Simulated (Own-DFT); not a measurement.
# Device materials side by side: how hard are they to compress?

Everything here is calculated. The program is Own-DFT (plane waves, in-house, since retired, never reviewed by a person); positions were held fixed, and spin and spin-orbit coupling were off.

Limits (not all hold for every row): forces on such cells moved up to 12 meV/angstrom on a denser k mesh; forces not confirmed at this smearing and k mesh; k mesh not checked against a denser one; forces on such cells passed a denser k mesh, each cell not checked; stress not checked against mesh or cutoff.

All runs are PBE with PseudoDojo norm-conserving files; cutoff and k mesh are each material's own. Every cell starts from measured lattice constants and was given uniform random strains and small random moves of its atoms. Each triple is the change of volume in per cent, the rms move u in Å and the pressure in GPa.

- 2H SiC (C36Si36), 10.36 Å³/atom unstrained: (-2.23, 0.050, 10.79); (-0.56, 0.051, 7.01); (0.21, 0.048, 4.24); (0.28, 0.050, 4.52); (0.48, 0.047, 3.95); (2.01, 0.052, 1.26); (2.26, 0.052, 0.64)
- wurtzite AlN (Al36N36), 10.45 Å³/atom unstrained: (-3.14, 0.053, 12.63); (-1.76, 0.046, 9.00); (-0.80, 0.049, 7.50); (0.68, 0.047, 4.02); (1.04, 0.051, 3.90); (1.90, 0.052, 1.81); (2.78, 0.049, 0.42)
- wurtzite GaN (Ga48N48), 11.42 Å³/atom unstrained: (-1.71, 0.049, 10.88); (0.26, 0.049, 6.97); (1.19, 0.050, 5.43); (2.06, 0.050, 4.09); (2.77, 0.047, 1.98); (2.83, 0.052, 2.63); (3.19, 0.046, 1.39)
- diamond silicon (Si64), 20.02 Å³/atom unstrained: withheld
- zincblende GaAs (As32Ga32), 22.58 Å³/atom unstrained: (-2.50, 0.049, 6.17); (-1.89, 0.051, 5.52); (-0.45, 0.049, 4.41); (0.63, 0.050, 3.71); (1.28, 0.047, 2.90); (1.31, 0.049, 2.94); (1.39, 0.051, 3.07)
- grey tin (Sn64), 34.15 Å³/atom unstrained: (-3.10, 0.050, 5.51); (-2.65, 0.048, 5.20); (-2.05, 0.055, 5.09); (-1.83, 0.052, 4.81); (-1.63, 0.046, 4.68); (-0.73, 0.051, 4.08); (1.93, 0.050, 2.79)

## Fit

Fit a line to each set against the fractional change of volume; B is minus its slope, and u is nearly the same within a set. To take it to zero pressure, assume that B rises by 4 GPa for each GPa: B0 = B - 4 x (mean pressure). The bond length of an ideal tetrahedral crystal with the unstrained volume v is d = (√3/4)(8 v)^(1/3). Cohen's empirical rule reads B0 = (1971 - 220 L) d^(-3.5) GPa, with L = 0 for group IV crystals and SiC and 1 for III-V compounds.

| material | L | d (Å) | B (GPa) | mean P (GPa) | B0 (GPa) | rule (GPa) |
|---|---|---|---|---|---|---|
| 2H SiC (C36Si36) | 0 | 1.888 | 225 ± 13 | 4.6 | 206 ± 13 | 213 |
| wurtzite AlN (Al36N36) | 1 | 1.893 | 205 ± 7 | 5.6 | 182 ± 7 | 188 |
| wurtzite GaN (Ga48N48) | 1 | 1.950 | 189 ± 7 | 4.8 | 170 ± 7 | 169 |
| diamond silicon (Si64) | 0 | 2.352 | ? | ? | ? | 99 |
| zincblende GaAs (As32Ga32) | 1 | 2.448 | 81 ± 3 | 4.1 | 65 ± 3 | 76 |
| grey tin (Sn64) | 0 | 2.810 | 55 ± 2 | 4.6 | 36 ± 2 | 53 |

A line through ln[B0/(1971 - 220 L)] against ln d has a slope of -4.3 ± 0.1 and a scatter of 5 %. Against the rule, B0 stands at 97 % for 2H SiC, 97 % for wurtzite AlN, 101 % for wurtzite GaN, 85 % for zincblende GaAs, 68 % for grey tin. PBE tends to make silicon and heavier crystals too soft, and the rule itself is only a guide.

## Prediction

Question: what B0 does the fitted trend give for diamond silicon (Si64)?

Estimate: 82 GPa. Its own runs give B = 95 ± 5 GPa at a mean pressure of 2.7 GPa, so B0 = 85 GPa.
